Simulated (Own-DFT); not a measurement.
# Same atoms, different arrangement: Ga32P32, 64 atoms

All numbers below are calculated, not measured. They come from Own-DFT, an in-house plane-wave density functional program, since retired, whose code no person has reviewed. Each row is one single-point run on a periodic cell that was not relaxed, without spin or spin-orbit coupling.

Settings of every run: PBE; PseudoDojo norm-conserving scalar-relativistic files; cutoff 42 hartree; 3 x 3 x 3 k mesh centred on Gamma; Fermi-Dirac smearing of 0.1 eV.

Known limits, some of them of some rows only: not probed for a lower state with spin; forces on such cells failed a check on a denser k mesh; forces on such cells passed a denser k mesh, each cell not checked; stress not checked against mesh or cutoff.

All cells hold the same atoms in the same cell, with vectors in Å (10.901, 0.000, 0.000); (0.000, 10.901, 0.000); (0.000, 0.000, 10.901). Every atom was moved at random from its ideal site; u is the rms move along one axis. The defect's site can differ from row to row. E is the free energy of the cell above the lowest run. The arrangements:

- A: zincblende GaP
- B: zincblende GaP, with one Ga on a P site and one P on a Ga site, 2.4 Å apart

```
arrangement   u (Å)  E (eV)  P (GPa)
          A  0.0196   0.000     2.70
          A  0.0206   0.059     2.72
          A  0.0212   0.020     2.70
          A  0.0453   1.928     3.18
          A  0.0473   2.500     3.30
          A  0.0506   2.462     3.29
          B  0.0301   3.901     3.04
          B  0.0303   3.612     2.96
          B  0.0310   3.760     3.04
          B  0.0507   5.334     3.37
          B  0.0519   5.152     3.34
          B  0.0552   5.417     3.43
```

Question: once the cost of the random moves is taken out, how do the arrangements rank?

## Worked answer

Fit E = a + b u², with one b for all and one a for each arrangement, and with residuals divided by u², since the noise grows with the moves. Then b = 1071 eV/Å², the scatter at u = 0.04 Å is 0.24 eV, and against A:

- B: 3.14 ± 0.10 eV (higher)

These are energies of unrelaxed cells. Relaxing the atoms lowers the strained arrangements most, so the gaps would shrink and small ones could change sign.
